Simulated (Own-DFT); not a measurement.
# How strain changes the stress of wurtzite GaN, 96 atoms (Ga48N48)

These are calculations, not measurements. They come from Own-DFT, an in-house plane-wave density functional program, since retired, whose code no person has reviewed. Each row is one single-point run on a periodic cell that was not relaxed, without spin or spin-orbit coupling.

Settings of every run: PBE; PseudoDojo norm-conserving scalar-relativistic files (stringent for Ga); cutoff 96 hartree; 3 x 4 x 3 k mesh centred on Gamma; Gaussian smearing of 0.01 eV.

Known limits: forces on such cells passed a denser k mesh, each cell not checked; stress not checked against mesh or cutoff.

Unstrained cell vectors in Å: (12.756, 0.000, 0.000); (-4.784, 8.285, 0.000); (0.000, 0.000, 10.370). The unstrained cell has measured lattice constants (interpolated for alloys), not those of this functional. That, the random moves and any unrelaxed bonds set the pressure at no strain. Each run strains this cell uniformly, with the atoms carried along. Every atom was also moved at random, by a Gaussian of width 0.05 Å on each axis. Strain is the symmetric tensor, in per cent. Stress is positive in tension, and the pressure is minus a third of its trace.

```
run  e_xx (%)  e_yy (%)  e_zz (%)  e_yz (%)  e_xz (%)  e_xy (%)  s_xx (GPa)  s_yy (GPa)  s_zz (GPa)  s_yz (GPa)  s_xz (GPa)  s_xy (GPa)  P (GPa)  E (meV/atom)
  1     -0.08      0.22     -0.37     -1.14      1.00      1.73       -7.94       -7.30       -8.60       -2.59        2.36        5.04     7.95          25.6
  2      1.06      0.02     -0.41      1.62     -1.70     -0.30       -4.21       -5.91       -7.86        4.59       -3.77        0.27     5.99          18.1
  3      1.98      0.53     -1.88      1.76     -0.47     -0.69       -0.14       -4.99      -13.22        3.91       -1.33       -2.32     6.11          15.4
  4      0.58      1.55      0.84     -0.29      1.76     -1.14       -2.57       -0.38       -0.96       -0.14        3.43       -3.08     1.30           0.0
  5     -1.60      1.10     -0.49     -0.81     -1.40     -1.02      -16.45       -4.10       -8.91       -1.35       -4.35       -3.59     9.82          37.1
  6     -0.54     -0.86      0.01     -1.73     -0.82     -0.44       -9.86      -10.46       -9.74       -3.53       -1.92       -1.24    10.02          29.1
  7     -1.90      1.92     -1.88     -1.82      1.69     -1.02      -15.95       -2.82      -16.72       -3.82        4.06       -2.70    11.83          50.0
  8     -0.94      1.68     -0.96     -0.08      1.45      1.20      -11.05       -2.33      -11.29        0.52        4.07        4.31     8.22          31.1
  9      0.01      0.11     -0.61     -0.15      1.11     -1.28       -6.43       -6.27      -10.87       -0.37        1.95       -3.19     7.86          14.5
 10     -1.06     -1.85      0.15      0.81      1.58      1.15      -12.66      -16.23       -9.53        1.65        3.73        3.04    12.81          29.2
 11     -0.76     -0.47     -1.21      1.82      0.22     -1.35      -12.40       -9.93      -14.13        3.68       -0.19       -3.35    12.15          30.5
 12     -1.42     -0.55     -1.88     -1.72      1.63     -0.93      -16.47      -12.06      -17.01       -2.70        3.36       -3.01    15.18          43.8
 13     -1.83     -1.40     -0.92     -0.53      1.23      1.52      -18.16      -16.79      -14.40       -1.55        2.19        5.65    16.45          56.5
 14     -1.06      0.11     -0.20     -1.97      1.24      0.83      -12.19       -7.87       -8.56       -4.15        2.29        2.53     9.54          27.7
 15      0.86      1.93     -1.92      0.46      0.36     -0.03       -2.38       -0.06      -15.87        0.95        0.55       -0.05     6.10          27.8
 16     -1.77     -1.15     -0.49     -1.22     -0.02     -1.37      -17.18      -15.02      -12.66       -2.33       -0.33       -5.08    14.95          50.4
 17      0.81     -0.79     -0.87      1.38     -0.99      0.59           ?           ?           ?           ?           ?           ?        ?             ?
```

E is the free energy for each atom above the lowest run shown.

## Worked fit

Each stress component was fitted by least squares to a constant and the strains of the runs shown, as fractions, with shears doubled. Shear strains stay in the fit of a normal stress only where such slopes are resolved. The slopes, in GPa:

```
stress,at no strain,per e_xx,per e_yy,per e_zz,scatter
s_xx,-7.4,468 ± 23,78 ± 24,91 ± 33,1.01
s_yy,-7.3,105 ± 18,412 ± 18,72 ± 25,0.76
s_zz,-7.3,85 ± 21,88 ± 21,484 ± 30,0.91
```

Each shear stress against twice its own strain: yz 105 ± 7, xz 116 ± 7, xy 155 ± 9 GPa. These are stiffnesses along x, y and z of the frame in which the cell vectors are given, which need not be the crystal's axes. The atoms are held to the strained lattice; where symmetry lets them move under strain, relaxing them would lower some slopes. The table should be nearly symmetric about its diagonal, and what it lacks of that shows the noise. A ninth of its sum, 209 ± 5 GPa, estimates the bulk modulus near the mean pressure of these runs, 9.8 GPa, so it lies above the value at zero pressure.

## Withheld run

Question: what normal stresses and pressure should run 17 give?

The fit gives s_xx = -5.0, s_yy = -10.3, s_zz = -11.5 and P = 8.9 GPa. The calculation gave -6.64, -10.09, -10.28 and P = 9.00 GPa.
